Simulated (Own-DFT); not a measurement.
# Stretching a layer in its plane: wurtzite AlGaN with randomly placed atoms, 72 atoms (Al9Ga27N36)

The numbers are computed, not measured, by runs of the plane-wave DFT program Own-DFT (in-house, retired, unreviewed) at fixed positions, with no spin and no spin-orbit coupling.

All runs used: PBE; PseudoDojo norm-conserving scalar-relativistic files; cutoff 42 hartree; 4 x 4 x 3 k mesh centred on Gamma; Fermi-Dirac smearing of 0.1 eV.

Caveats: forces on such cells passed a denser k mesh, each cell not checked; stress not checked against mesh or cutoff.

Unstrained cell vectors in Å: (9.509, 0.000, 0.000); (-4.755, 8.235, 0.000); (0.000, 0.000, 10.268). The unstrained cell has measured lattice constants (interpolated for alloys), not those of this functional. That, the random moves and any unrelaxed bonds set the pressure at no strain. Each run strains x and y alike by e, as a substrate would, and holds the height along z. Each atom got a random Gaussian move of width 0.05 Å along each axis. The random placing of the alloy's atoms differs from row to row. Stress is positive in tension.

| e (%) | u (Å) | (s_xx + s_yy)/2 (GPa) | s_zz (GPa) |
|---|---|---|---|
| -3.00 | 0.048 | -26.31 | -12.49 |
| -2.50 | 0.051 | -22.43 | -12.28 |
| -1.50 | 0.048 | -16.00 | -10.39 |
| -0.75 | 0.051 | -12.20 | -8.05 |
| -0.25 | 0.047 | -8.83 | -7.60 |
| 0.50 | 0.053 | ? | ? |
| 0.75 | 0.048 | -2.98 | -5.95 |
| 1.00 | 0.052 | -2.05 | -6.43 |
| 1.50 | 0.052 | -0.63 | -5.06 |
| 2.50 | 0.054 | 4.88 | -5.34 |

## What the rows give

With e as a fraction, the in-plane stress is -7.5 + 547 e - 2454 e² GPa (errors 10 and 584, scatter 0.49), and s_zz is -7.8 + 150 e GPa (slope ± 15, scatter 0.78). At e = 0 the first slope is C11 + C12 and the second 2 C13, both with the ions held to the strained lattice and at the cell's own pressure. The term in e² is negative: the layer stiffens under compression and softens under tension. A free layer would change its height as e changes, and the in-plane slope would drop by 2 C13²/C33 to the biaxial modulus. At fixed height, a misfit of 1 % moves the in-plane stress by about 5.5 GPa and s_zz by 1.5 GPa.

## Withheld run

Asked: what are the two stresses at e = 0.50 %?

The fit gives -4.8 and -7.1 GPa. The hidden result is -3.52 and -9.24 GPa. This run lies off the fit, by chance or by something that the fit leaves out.
